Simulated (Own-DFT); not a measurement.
Simulation results for Al$_{32}$O$_{47}$ (corundum with one vacancy, atoms displaced)

All values are calculated (Own-DFT development build). A calculation, not a measurement: plane-wave PBE density functional theory by an unreviewed code, no spin, of a simulated periodic cell, stress positive in tension, free energy of the whole cell less one offset for each atom, defect cell not probed for a lower state with spin; oxygen file: force components 24 meV/angstrom off all-electron in one glass; forces on such cells passed a denser k mesh, this cell's mesh not checked; offsets are fitted by least squares, one for each functional and potential file, so energies compare only between cells with the same atoms and settings and are not formation energies; the far tail of each file's local potential was reset to the Coulomb form; each entry is a single point on an unrelaxed cell, so the pressure reflects the starting lattice, mostly measured values, from which strain is counted, and rises with the displacements; printed positions are rounded, which can move forces by about a meV/angstrom; the program is a retired in-house code; no spin-orbit coupling; before rounding, a Quantum ESPRESSO 7.3.1 run of the same cell and cutoff gave forces within 1 meV/angstrom rms on each cell, which checks the program and not the settings.

Settings shared by all entries: functional PBE; potential files PseudoDojo norm-conserving, scalar-relativistic, standard set; wave cutoff 72 hartree; occupations Fermi-Dirac; smearing width 0.1 eV; k mesh 3 x 3 x 3 centred on Gamma.

(1) 
```cif
# cell vector a (Å): 5.4940 0.0000 8.6604
# cell vector b (Å): -2.7470 4.7579 8.6604
# cell vector c (Å): -2.7470 -4.7579 8.6604
data_Al32O47
_symmetry_space_group_name_H-M 'P 1'
_symmetry_Int_Tables_number 1
_cell_length_a 10.2561
_cell_length_b 10.2560
_cell_length_c 10.2560
_cell_angle_alpha 55.280
_cell_angle_beta 55.280
_cell_angle_gamma 55.280
_cell_volume 679.15
loop_
_atom_site_label
_atom_site_type_symbol
_atom_site_fract_x
_atom_site_fract_y
_atom_site_fract_z
_atom_site_occupancy
Al1 Al 0.18530 0.18400 0.16555 1
Al2 Al 0.31943 0.32409 0.32388 1
Al3 Al 0.42609 0.43159 0.41768 1
Al4 Al 0.07591 0.07765 0.06966 1
O1 O 0.28072 0.46719 0.13135 1
O2 O 0.48258 0.12441 0.26872 1
O3 O 0.12759 0.26998 0.47829 1
O4 O 0.21347 0.02807 0.37434 1
O5 O 0.02533 0.37018 0.23087 1
O6 O 0.37341 0.22120 0.02973 1
Al5 Al 0.17250 0.17338 0.66976 1
Al6 Al 0.32201 0.32911 0.82561 1
Al7 Al 0.43519 0.42499 0.92500 1
Al8 Al 0.07115 0.07460 0.57863 1
O7 O 0.48015 0.13134 0.76918 1
O8 O 0.12825 0.27613 0.96858 1
O9 O 0.21865 0.03020 0.87288 1
O10 O 0.02787 0.39068 0.71391 1
O11 O 0.37948 0.21729 0.52274 1
Al9 Al 0.16851 0.68297 0.17720 1
Al10 Al 0.32793 0.81973 0.32065 1
Al11 Al 0.42195 0.92862 0.42827 1
Al12 Al 0.07710 0.57413 0.07307 1
O12 O 0.27231 0.96990 0.13056 1
O13 O 0.46811 0.62875 0.26765 1
O14 O 0.11591 0.78328 0.48393 1
O15 O 0.21423 0.52210 0.37262 1
O16 O 0.02756 0.87696 0.21980 1
O17 O 0.36718 0.72099 0.02539 1
Al13 Al 0.17044 0.67330 0.67504 1
Al14 Al 0.32036 0.83745 0.82001 1
Al15 Al 0.42784 0.93592 0.92005 1
Al16 Al 0.06160 0.58568 0.56919 1
O18 O 0.27673 0.96777 0.63300 1
O19 O 0.47413 0.62825 0.77304 1
O20 O 0.12395 0.77011 0.98149 1
O21 O 0.22783 0.52720 0.87502 1
O22 O 0.01950 0.86864 0.73177 1
O23 O 0.36586 0.72294 0.52817 1
Al17 Al 0.67592 0.17794 0.17201 1
Al18 Al 0.82697 0.31883 0.32877 1
Al19 Al 0.92046 0.42349 0.42612 1
Al20 Al 0.57902 0.05982 0.08378 1
O24 O 0.78740 0.47341 0.12203 1
O25 O 0.97543 0.12674 0.27115 1
O26 O 0.62835 0.27655 0.46602 1
O27 O 0.71995 0.04256 0.35126 1
O28 O 0.52711 0.38775 0.21286 1
O29 O 0.87962 0.22159 0.02184 1
Al21 Al 0.67991 0.17903 0.66681 1
Al22 Al 0.82840 0.32301 0.82512 1
Al23 Al 0.92138 0.42009 0.92609 1
Al24 Al 0.57323 0.08211 0.57462 1
O30 O 0.77083 0.47333 0.62460 1
O31 O 0.97308 0.12496 0.77142 1
O32 O 0.62072 0.28031 0.97952 1
O33 O 0.73364 0.01915 0.87594 1
O34 O 0.53629 0.37207 0.71365 1
O35 O 0.86402 0.22772 0.52711 1
Al25 Al 0.67530 0.67519 0.17314 1
Al26 Al 0.82642 0.82522 0.33143 1
Al27 Al 0.91846 0.91893 0.43451 1
Al28 Al 0.57340 0.56833 0.06988 1
O36 O 0.78183 0.97344 0.12618 1
O37 O 0.97102 0.62909 0.27761 1
O38 O 0.62681 0.78184 0.47069 1
O39 O 0.72229 0.52655 0.36833 1
O40 O 0.53154 0.87454 0.21563 1
O41 O 0.87744 0.72046 0.03274 1
Al29 Al 0.68152 0.66555 0.67743 1
Al30 Al 0.82171 0.82680 0.81925 1
Al31 Al 0.92145 0.92210 0.92607 1
Al32 Al 0.56851 0.58691 0.58144 1
O42 O 0.78256 0.96811 0.62552 1
O43 O 0.97038 0.63026 0.77205 1
O44 O 0.61977 0.78276 0.97186 1
O45 O 0.70985 0.53655 0.87863 1
O46 O 0.51930 0.87728 0.73059 1
O47 O 0.86972 0.71842 0.53219 1
_calc_free_energy_of_cell_above_offsets '-53.118'  # eV
_calc_pressure 9.23  # GPa
_calc_stress_xx -8.1  # GPa
_calc_stress_yy -9.89  # GPa
_calc_stress_zz -9.71  # GPa
_calc_stress_yz 0.49  # GPa
_calc_stress_xz -0.58  # GPa
_calc_stress_xy -0.69  # GPa
```

Force:
| element | x (eV/Å) | y (eV/Å) | z (eV/Å) |
| --- | --- | --- | --- |
| Al | -1.913 | -2.081 | -1.52 |
| Al | 0.783 | -0.069 | 0.594 |
| Al | -0.906 | -0.952 | 0.157 |
| Al | -0.154 | -1.198 | 0.594 |
| O | 0.37 | 0.994 | -1.579 |
| O | -2.057 | -1.218 | -0.685 |
| O | -0.652 | 0.876 | -1.163 |
| O | 0.382 | -0.337 | 1.731 |
| O | 0.959 | 0.96 | 0.591 |
| O | 1.787 | 0.581 | 0.897 |
| Al | 0.093 | 0.095 | 2.577 |
| Al | 0.837 | 1.393 | -0.401 |
| Al | -1.153 | -0.111 | -0.685 |
| Al | 0.396 | -0.126 | -2.131 |
| O | -0.695 | -0.983 | -0.356 |
| O | -0.172 | 0.442 | 0.063 |
| O | -0.518 | 0.697 | 0.398 |
| O | -0.057 | -2.047 | -1.964 |
| O | -0.559 | 0.116 | -0.088 |
| Al | 1.3 | -0.184 | -0.711 |
| Al | -1.212 | 0.077 | 0.13 |
| Al | 0.201 | 0.353 | -0.34 |
| Al | -0.346 | -0.455 | 0.163 |
| O | 1.219 | 1.05 | -0.238 |
| O | -0.122 | -0.275 | 0.699 |
| O | 0.872 | 0.954 | -1.871 |
| O | -0.929 | -0.133 | 1.857 |
| O | -0.726 | -0.67 | 0.742 |
| O | 0.572 | 0.095 | 1.247 |
| Al | 0.199 | -0.689 | 0.752 |
| Al | 0.281 | -3.208 | 0.101 |
| Al | -0.387 | -1.265 | -0.489 |
| Al | 2.685 | -0.779 | 1.346 |
| O | 0.427 | 1.593 | -1.544 |
| O | -0.637 | -0.332 | 0.31 |
| O | 0.097 | 2.054 | -0.288 |
| O | -0.146 | 0.102 | -0.32 |
| O | 1.276 | 1.489 | 0.964 |
| O | 1.123 | 0.239 | 1.299 |
| Al | -0.293 | 1.763 | -0.641 |
| Al | 0.49 | 1.517 | -1.152 |
| Al | -0.041 | 1.129 | 0.617 |
| Al | 0.261 | 2.087 | 0.312 |
| O | -0.139 | 0.182 | -1.37 |
| O | -0.814 | -0.802 | -0.399 |
| O | -0.152 | -0.021 | -0.26 |
| O | -0.33 | -4.921 | 3.335 |
| O | 0.507 | -2.654 | -1.181 |
| O | -0.358 | 0.688 | -0.295 |
| Al | -1.348 | -1.171 | 0.447 |
| Al | -0.362 | -0.015 | -1.445 |
| Al | 0.136 | 0.81 | 2.58 |
| Al | 0.211 | 0.191 | -1.668 |
| O | 0.949 | -0.722 | 1.171 |
| O | -0.906 | -0.243 | 0.664 |
| O | 1.636 | 0.9 | 0.015 |
| O | -2.091 | 1.221 | -0.758 |
| O | -1.325 | 0.05 | 1.133 |
| O | 1.966 | -0.762 | 1.603 |
| Al | 0.999 | -0.12 | 0.049 |
| Al | 0.326 | 1.774 | -2.434 |
| Al | 1.008 | 2.827 | 1.603 |
| Al | -2.251 | 1.687 | 1.873 |
| O | 0.537 | 0.346 | -1.046 |
| O | -0.52 | -1.281 | -0.366 |
| O | -0.659 | -0.16 | -0.389 |
| O | -1.268 | -0.414 | 1.244 |
| O | -0.885 | -1.422 | -0.193 |
| O | -0.331 | -0.195 | -0.978 |
| Al | -2.303 | 0.745 | 0.359 |
| Al | -0.14 | -1.601 | 0.702 |
| Al | 0.583 | -1.187 | 1.293 |
| Al | 1.08 | 0.135 | -3.466 |
| O | -0.756 | 1.152 | -1.085 |
| O | -0.423 | -1.291 | -0.722 |
| O | 0.728 | 0.144 | 0.201 |
| O | 2.651 | -0.026 | -0.726 |
| O | 1.754 | 1.234 | 0.225 |
| O | -0.637 | 1.377 | 0.313 |

(2) 
```cif
# cell vector a (Å): 5.4940 0.0000 8.6604
# cell vector b (Å): -2.7470 4.7579 8.6604
# cell vector c (Å): -2.7470 -4.7579 8.6604
data_Al32O47
_symmetry_space_group_name_H-M 'P 1'
_symmetry_Int_Tables_number 1
_cell_length_a 10.2561
_cell_length_b 10.2560
_cell_length_c 10.2560
_cell_angle_alpha 55.280
_cell_angle_beta 55.280
_cell_angle_gamma 55.280
_cell_volume 679.15
loop_
_atom_site_label
_atom_site_type_symbol
_atom_site_fract_x
_atom_site_fract_y
_atom_site_fract_z
_atom_site_occupancy
Al1 Al 0.17873 0.18150 0.17036 1
Al2 Al 0.32654 0.31876 0.31946 1
Al3 Al 0.42310 0.42962 0.41701 1
Al4 Al 0.07479 0.07624 0.06216 1
O1 O 0.29177 0.46145 0.12418 1
O2 O 0.47972 0.11974 0.27836 1
O3 O 0.12676 0.26979 0.48227 1
O4 O 0.22445 0.03510 0.36421 1
O5 O 0.02502 0.37662 0.22307 1
O6 O 0.36416 0.22522 0.02551 1
Al5 Al 0.17593 0.17686 0.67813 1
Al6 Al 0.32813 0.32256 0.83047 1
Al7 Al 0.41901 0.43098 0.93019 1
Al8 Al 0.08615 0.06896 0.56592 1
O7 O 0.27980 0.47811 0.62238 1
O8 O 0.12422 0.27179 0.97723 1
O9 O 0.22071 0.02777 0.87304 1
O10 O 0.02099 0.37648 0.72861 1
O11 O 0.36679 0.22342 0.52895 1
Al9 Al 0.16542 0.67431 0.18115 1
Al10 Al 0.31723 0.82844 0.32349 1
Al11 Al 0.43124 0.91829 0.43141 1
Al12 Al 0.07239 0.57261 0.07588 1
O12 O 0.27773 0.97393 0.13345 1
O13 O 0.46849 0.62713 0.28513 1
O14 O 0.12614 0.78340 0.47914 1
O15 O 0.22742 0.53141 0.36545 1
O16 O 0.03907 0.86929 0.21482 1
O17 O 0.37056 0.71114 0.03889 1
Al13 Al 0.17898 0.68292 0.67369 1
Al14 Al 0.30718 0.83466 0.82259 1
Al15 Al 0.42532 0.92196 0.92322 1
Al16 Al 0.08523 0.56311 0.58358 1
O18 O 0.27740 0.96927 0.62878 1
O19 O 0.48095 0.61279 0.78373 1
O20 O 0.14261 0.76485 0.96653 1
O21 O 0.23116 0.53751 0.86704 1
O22 O 0.03035 0.88292 0.71761 1
O23 O 0.37260 0.73825 0.52129 1
Al17 Al 0.67664 0.17088 0.17752 1
Al18 Al 0.82131 0.32204 0.32525 1
Al19 Al 0.92987 0.42682 0.42113 1
Al20 Al 0.56731 0.08181 0.07294 1
O24 O 0.78038 0.47384 0.12677 1
O25 O 0.97256 0.13332 0.27439 1
O26 O 0.62157 0.27435 0.47829 1
O27 O 0.71433 0.02707 0.38193 1
O28 O 0.51916 0.37534 0.23062 1
O29 O 0.86509 0.21934 0.02886 1
Al21 Al 0.68321 0.16849 0.67331 1
Al22 Al 0.81388 0.32013 0.83490 1
Al23 Al 0.92135 0.42601 0.93121 1
Al24 Al 0.56784 0.07921 0.58071 1
O30 O 0.78430 0.47043 0.62195 1
O31 O 0.97617 0.11852 0.77448 1
O32 O 0.62086 0.28623 0.96267 1
O33 O 0.71740 0.02807 0.87983 1
O34 O 0.53721 0.36960 0.72015 1
O35 O 0.86760 0.21456 0.52730 1
Al25 Al 0.67571 0.68424 0.17027 1
Al26 Al 0.82724 0.83073 0.31895 1
Al27 Al 0.91899 0.92145 0.43312 1
Al28 Al 0.56841 0.56744 0.08674 1
O36 O 0.78659 0.98013 0.11809 1
O37 O 0.97882 0.62061 0.27660 1
O38 O 0.61995 0.77932 0.47362 1
O39 O 0.71800 0.52474 0.38331 1
O40 O 0.53107 0.87226 0.22548 1
O41 O 0.87676 0.71393 0.02983 1
Al29 Al 0.67189 0.68269 0.66735 1
Al30 Al 0.81860 0.82911 0.82215 1
Al31 Al 0.93231 0.92538 0.91165 1
Al32 Al 0.58751 0.57252 0.56260 1
O42 O 0.78277 0.97045 0.62254 1
O43 O 0.97016 0.62901 0.77796 1
O44 O 0.61631 0.76724 0.97656 1
O45 O 0.71676 0.53476 0.87455 1
O46 O 0.54157 0.86699 0.71778 1
O47 O 0.89063 0.71276 0.51765 1
_calc_free_energy_of_cell_above_offsets '-53.111'  # eV
_calc_pressure 8.95  # GPa
_calc_stress_xx -8.86  # GPa
_calc_stress_yy -9.06  # GPa
_calc_stress_zz -8.92  # GPa
_calc_stress_yz -0.01  # GPa
_calc_stress_xz -0.17  # GPa
_calc_stress_xy -1.31  # GPa
```

Force:
| element | x (eV/Å) | y (eV/Å) | z (eV/Å) |
| --- | --- | --- | --- |
| Al | -1.577 | -1.647 | -1.718 |
| Al | -0.834 | -0.678 | 0.956 |
| Al | -0.641 | -1.161 | 1.342 |
| Al | -1.132 | -1.599 | 1.567 |
| O | -1.935 | -0.248 | -0.772 |
| O | -0.385 | 0.206 | -0.587 |
| O | 0.021 | 1.71 | -0.957 |
| O | -0.326 | -0.679 | 1.295 |
| O | 0.313 | 0.292 | 0.669 |
| O | 1.676 | -0.005 | 2.353 |
| Al | -0.998 | 0.804 | -0.644 |
| Al | 1.008 | 1.464 | -1.716 |
| Al | 1.775 | 1.468 | -0.073 |
| Al | -1.448 | 1.084 | -0.116 |
| O | 0.41 | -0.852 | -0.068 |
| O | -0.082 | 1.577 | -0.254 |
| O | 0.43 | -0.157 | -0.048 |
| O | 0.943 | -0.528 | 0.133 |
| O | 0.817 | -0.255 | 0.999 |
| Al | 2.518 | 0.187 | 1.224 |
| Al | 0.598 | -0.422 | 0.886 |
| Al | -0.635 | 1.439 | -0.7 |
| Al | 0.747 | 0.275 | -0.14 |
| O | 0.941 | 1.558 | -2.153 |
| O | 0.668 | -0.135 | -0.375 |
| O | -0.677 | 0.201 | -1.482 |
| O | -1.174 | -1.541 | 0.443 |
| O | -2.022 | 0.906 | 0.62 |
| O | -0.207 | 1.503 | 0.395 |
| Al | 0.299 | 0.009 | -0.374 |
| Al | 3.72 | -1.785 | 1.525 |
| Al | -0.056 | -0.452 | 0.763 |
| Al | -0.805 | 1.357 | -1.042 |
| O | 0.603 | 1.102 | -0.373 |
| O | -0.824 | 2.146 | 0.132 |
| O | -3.46 | -0.588 | -1.854 |
| O | -0.814 | -0.962 | -0.992 |
| O | 0.03 | -1.188 | -1.055 |
| O | 0.406 | -1.889 | -0.359 |
| Al | -0.998 | 0.013 | 0.41 |
| Al | -0.253 | -0.266 | 0.367 |
| Al | -0.388 | -1.514 | -0.003 |
| Al | 0.456 | -0.619 | -0.265 |
| O | -0.392 | -0.327 | -0.649 |
| O | 0.142 | -1.231 | -1.892 |
| O | -0.368 | 0.655 | -0.843 |
| O | 0.922 | 0.141 | 0.2 |
| O | 2.188 | -0.19 | -0.425 |
| O | 0.94 | 0.202 | 1.654 |
| Al | -1.857 | 0.41 | 0.27 |
| Al | 1.231 | 2.288 | 0.262 |
| Al | -0.198 | 0.956 | -0.303 |
| Al | -0.192 | -0.308 | -0.556 |
| O | 0.211 | 0.16 | -0.226 |
| O | -0.929 | 0.353 | 0.971 |
| O | -0.675 | -2.287 | -0.386 |
| O | 0.636 | -0.212 | -0.698 |
| O | -0.678 | -0.177 | -0.544 |
| O | 1.985 | 0.635 | 2.348 |
| Al | -0.598 | -1.456 | -0.779 |
| Al | 0.096 | -0.7 | -0.508 |
| Al | 1.702 | 0.969 | 0.839 |
| Al | 0.279 | 1.916 | -0.582 |
| O | 0.446 | -0.704 | -1.336 |
| O | -0.659 | 0.604 | -0.578 |
| O | 1.938 | 0.12 | 1.137 |
| O | 2.064 | 1.915 | -1.119 |
| O | 0.276 | 1.315 | 0.382 |
| O | 0.071 | 1.404 | 0.757 |
| Al | 1.135 | -2.27 | 0.504 |
| Al | 0.168 | -1.189 | -0.957 |
| Al | -1.021 | -1.096 | 1.27 |
| Al | -2.746 | -2.19 | 0.475 |
| O | -0.837 | -0.641 | 0.086 |
| O | 0.129 | -0.424 | 0.29 |
| O | 0.835 | 1.075 | 2.396 |
| O | 0.593 | -1.091 | 0.078 |
| O | -2.245 | 0.969 | 0.318 |
| O | -1.301 | 0.272 | 0.185 |

(3) 
```cif
# cell vector a (Å): 5.4940 0.0000 8.6604
# cell vector b (Å): -2.7470 4.7579 8.6604
# cell vector c (Å): -2.7470 -4.7579 8.6604
data_Al32O47
_symmetry_space_group_name_H-M 'P 1'
_symmetry_Int_Tables_number 1
_cell_length_a 10.2561
_cell_length_b 10.2560
_cell_length_c 10.2560
_cell_angle_alpha 55.280
_cell_angle_beta 55.280
_cell_angle_gamma 55.280
_cell_volume 679.15
loop_
_atom_site_label
_atom_site_type_symbol
_atom_site_fract_x
_atom_site_fract_y
_atom_site_fract_z
_atom_site_occupancy
Al1 Al 0.18035 0.18600 0.16424 1
Al2 Al 0.32457 0.32201 0.32502 1
Al3 Al 0.42488 0.43237 0.42471 1
Al4 Al 0.07948 0.06284 0.08152 1
O1 O 0.28627 0.47465 0.12738 1
O2 O 0.47003 0.12133 0.28371 1
O3 O 0.12565 0.27560 0.47012 1
O4 O 0.21778 0.02543 0.37912 1
O5 O 0.03293 0.37374 0.22426 1
O6 O 0.36598 0.22099 0.03206 1
Al5 Al 0.17372 0.16997 0.67576 1
Al6 Al 0.33274 0.31830 0.82196 1
Al7 Al 0.41515 0.43609 0.93444 1
Al8 Al 0.07967 0.06682 0.57578 1
O7 O 0.28171 0.47509 0.61870 1
O8 O 0.46653 0.12065 0.78346 1
O9 O 0.12639 0.28102 0.97187 1
O10 O 0.22355 0.01864 0.87484 1
O11 O 0.37027 0.21567 0.53644 1
Al9 Al 0.16538 0.67540 0.18203 1
Al10 Al 0.31692 0.82703 0.32581 1
Al11 Al 0.42574 0.92024 0.42969 1
Al12 Al 0.07240 0.57085 0.07165 1
O12 O 0.27353 0.97051 0.13447 1
O13 O 0.47121 0.62338 0.27014 1
O14 O 0.12335 0.78364 0.46440 1
O15 O 0.22345 0.53615 0.36303 1
O16 O 0.03411 0.86934 0.21578 1
O17 O 0.38560 0.72981 0.01570 1
Al13 Al 0.17558 0.67266 0.68094 1
Al14 Al 0.32093 0.82221 0.83505 1
Al15 Al 0.43704 0.92215 0.92641 1
Al16 Al 0.08095 0.56994 0.57193 1
O18 O 0.28379 0.97029 0.62514 1
O19 O 0.46938 0.62933 0.77736 1
O20 O 0.11379 0.77634 0.97582 1
O21 O 0.22537 0.52633 0.86725 1
O22 O 0.02706 0.87635 0.72390 1
O23 O 0.37316 0.71999 0.53106 1
Al17 Al 0.65958 0.18017 0.19003 1
Al18 Al 0.81866 0.32411 0.32756 1
Al19 Al 0.91703 0.43550 0.42427 1
Al20 Al 0.58070 0.07552 0.06415 1
O24 O 0.77537 0.47935 0.12400 1
O25 O 0.97000 0.12155 0.28074 1
O26 O 0.61873 0.27992 0.47837 1
O27 O 0.72055 0.01695 0.39711 1
O28 O 0.53043 0.36576 0.22389 1
O29 O 0.87519 0.22547 0.02634 1
Al21 Al 0.67438 0.17903 0.67467 1
Al22 Al 0.82233 0.33728 0.81873 1
Al23 Al 0.92016 0.42879 0.92649 1
Al24 Al 0.57041 0.06843 0.57243 1
O30 O 0.78481 0.47322 0.61526 1
O31 O 0.96990 0.12476 0.77412 1
O32 O 0.61504 0.27569 0.97959 1
O33 O 0.71216 0.03533 0.87708 1
O34 O 0.53480 0.37089 0.72102 1
O35 O 0.88131 0.21368 0.53147 1
Al25 Al 0.68784 0.66775 0.18041 1
Al26 Al 0.83021 0.81217 0.32460 1
Al27 Al 0.92629 0.92727 0.43187 1
Al28 Al 0.56728 0.57815 0.07734 1
O36 O 0.77492 0.96839 0.13766 1
O37 O 0.96349 0.62719 0.27758 1
O38 O 0.61834 0.77447 0.47465 1
O39 O 0.73342 0.52425 0.35878 1
O40 O 0.51830 0.88517 0.22107 1
O41 O 0.88559 0.71837 0.03187 1
Al29 Al 0.67422 0.66961 0.68014 1
Al30 Al 0.82064 0.82079 0.83763 1
Al31 Al 0.93051 0.92027 0.92794 1
Al32 Al 0.57057 0.57319 0.57487 1
O42 O 0.79236 0.95996 0.62199 1
O43 O 0.97486 0.62412 0.77608 1
O44 O 0.62596 0.77364 0.97159 1
O45 O 0.72689 0.53378 0.87158 1
O46 O 0.52383 0.87667 0.72746 1
O47 O 0.87616 0.72225 0.52836 1
_calc_free_energy_of_cell_above_offsets '-53.030'  # eV
_calc_pressure 9.38  # GPa
_calc_stress_xx -10.53  # GPa
_calc_stress_yy -9.28  # GPa
_calc_stress_zz -8.33  # GPa
_calc_stress_yz 0.88  # GPa
_calc_stress_xz 0.64  # GPa
_calc_stress_xy -0.08  # GPa
```

Force:
| element | x (eV/Å) | y (eV/Å) | z (eV/Å) |
| --- | --- | --- | --- |
| Al | -1.828 | -2.823 | -1.035 |
| Al | -0.655 | -1.066 | 0.036 |
| Al | 0.439 | -0.761 | -0.968 |
| Al | -0.361 | 1.531 | -0.354 |
| O | -1.031 | 0.76 | -1.272 |
| O | -0.238 | 0.223 | 0.179 |
| O | -0.277 | 0.572 | 0.331 |
| O | 0.316 | 0.316 | 0.132 |
| O | -0.029 | 0.509 | -0.377 |
| O | 2.297 | 1.559 | 1.999 |
| Al | -0.839 | 0.208 | 0.905 |
| Al | -0.984 | 0.227 | -0.524 |
| Al | 1.863 | -0.203 | -0.824 |
| Al | -0.538 | 0.992 | -0.127 |
| O | -0.171 | -0.515 | 0.285 |
| O | 0.799 | 0.885 | 0.85 |
| O | -0.118 | 0.23 | -0.707 |
| O | -1.599 | 0.168 | 1.011 |
| O | 0.201 | 1.504 | 0.376 |
| Al | 1.426 | 0.863 | 0.083 |
| Al | 0.534 | 0.059 | 0.545 |
| Al | -0.584 | 1.246 | -0.065 |
| Al | 1.055 | -0.595 | 0.846 |
| O | 1.04 | 1.426 | -1.092 |
| O | -0.851 | -0.174 | 1.572 |
| O | 0.653 | -1.552 | 0.39 |
| O | 0.083 | -1.838 | 0.739 |
| O | -1.261 | -0.136 | 0.28 |
| O | -1.454 | -2.077 | -1.272 |
| Al | -0.451 | 1.408 | -0.826 |
| Al | 0.283 | 1.294 | -0.279 |
| Al | -1.452 | 0.2 | -1.034 |
| Al | -1.05 | -0.326 | -0.785 |
| O | -0.298 | -0.587 | -0.724 |
| O | 0.285 | -0.987 | -0.328 |
| O | 2.556 | -0.825 | 1.713 |
| O | -0.474 | -1.295 | 1.631 |
| O | 0.195 | -1.043 | -0.36 |
| O | 0.338 | -0.04 | -0.431 |
| Al | 3.86 | -1.343 | -1.025 |
| Al | 1.613 | -0.77 | -0.582 |
| Al | 2.866 | -1.57 | -0.473 |
| Al | -2.368 | -1.338 | 0.956 |
| O | 0.742 | -0.585 | -0.396 |
| O | -0.352 | 1.057 | 0.309 |
| O | 0.407 | 0.274 | -0.04 |
| O | 1.657 | 2.935 | -2.299 |
| O | -2.031 | 1.461 | 2.017 |
| O | -0.361 | -0.379 | -0.224 |
| Al | 1.592 | -0.607 | -0.597 |
| Al | 1.302 | -2.143 | -0.609 |
| Al | 1.314 | -0.422 | 0.578 |
| Al | -1.395 | -1.071 | 1.579 |
| O | -1.977 | -0.729 | 0.504 |
| O | -0.585 | -0.426 | 0.597 |
| O | 0.609 | 1.333 | 0.87 |
| O | 2.005 | -0.575 | -0.737 |
| O | -0.859 | 0.39 | 0.164 |
| O | -1.33 | 1.188 | -0.728 |
| Al | -1.793 | 2.89 | -1.631 |
| Al | -2.368 | 0.56 | 1.719 |
| Al | 0.28 | 0.142 | -1.362 |
| Al | 0.997 | -0.236 | -0.061 |
| O | 0.574 | 1.196 | -0.986 |
| O | 1.343 | -0.492 | -0.007 |
| O | 1.331 | -0.284 | 0.577 |
| O | -2.122 | -2.694 | 2.145 |
| O | 1.881 | -1.075 | -0.592 |
| O | -2.245 | 0.979 | -2.298 |
| Al | -0.391 | 2.072 | 1.202 |
| Al | 1.146 | 1.879 | -1.334 |
| Al | -1.572 | 1.463 | 0.639 |
| Al | 0.027 | 0.098 | 0.093 |
| O | -3.177 | -1.008 | 1.863 |
| O | -0.378 | -0.303 | 0.669 |
| O | 0.693 | -0.108 | 1.78 |
| O | -0.579 | -0.418 | -1.132 |
| O | 1.465 | -0.085 | -0.658 |
| O | 0.359 | -0.592 | -1.007 |
